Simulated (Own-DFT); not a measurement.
# What random displacements cost in rutile TiO2, 72 atoms (O48Ti24)

These are calculations, not measurements. They come from Own-DFT, an in-house plane-wave density functional program, since retired, whose code no person has reviewed. Each row is one single-point run on a periodic cell that was not relaxed, without spin or spin-orbit coupling.

Settings of every run: PBE; PseudoDojo norm-conserving scalar-relativistic files; cutoff 72 hartree; 3 x 3 x 3 k mesh centred on Gamma; Fermi-Dirac smearing of 0.1 eV.

Known limits: oxygen file: force components 24 meV/angstrom off all-electron in a glass; forces on such cells passed a denser k mesh, each cell not checked; stress not checked against mesh or cutoff.

Cell vectors in Å: (9.187, 0.000, 0.000); (0.000, 9.187, 0.000); (0.000, 0.000, 8.876). In each run every atom was moved at random and independently from its ideal site; u is the rms move along one axis. E is the free energy for each atom above the fitted value at u = 0, and F the rms of the force components.

| run | u (Å) | E (meV/atom) | F (eV/Å) | largest force (eV/Å) | P (GPa) |
|---|---|---|---|---|---|
| 1 | 0.0189 | 7.3 | 0.354 | 1.31 | 4.80 |
| 2 | 0.0193 | ? | ? | ? | ? |
| 3 | 0.0207 | 9.4 | 0.413 | 1.68 | 4.92 |
| 4 | 0.0499 | 39.3 | 0.757 | 3.10 | 6.13 |
| 5 | 0.0519 | 56.3 | 1.098 | 5.64 | 6.49 |
| 6 | 0.0817 | 138.8 | 1.750 | 6.73 | 12.12 |
| 7 | 0.0838 | 143.8 | 1.753 | 8.11 | 9.85 |
| 8 | 0.0852 | 163.3 | 1.866 | 8.79 | 11.20 |
| 9 | 0.1139 | 287.4 | 2.524 | 11.60 | 18.05 |

## Worked fit

For small independent moves the energy grows as E = (3/2) K u², with K the mean stiffness felt by one atom. The runs with u up to 0.11 Å give K = 13.6 ± 0.7 eV/Å², with residuals divided by u² + 0.0006 Å², since the noise grows with the moves. The scatter is 5.9 meV/atom at u = 0.05 Å. The forces follow F = G u with G = 20.0 eV/Å²; no force at u = 0 is resolved. G exceeds K because the moves of its neighbours add to the force on an atom, and stiffness differs between atoms. The pressure follows P = 4.24 + 959 u² GPa: at fixed volume, shortened bonds push harder than stretched ones pull.

## Withheld run

Question: what energy and rms force should run 2 give?

The fit gives 8 ± 2 meV/atom and about 0.39 eV/Å. The calculation gave 8.0 meV/atom and 0.369 eV/Å.
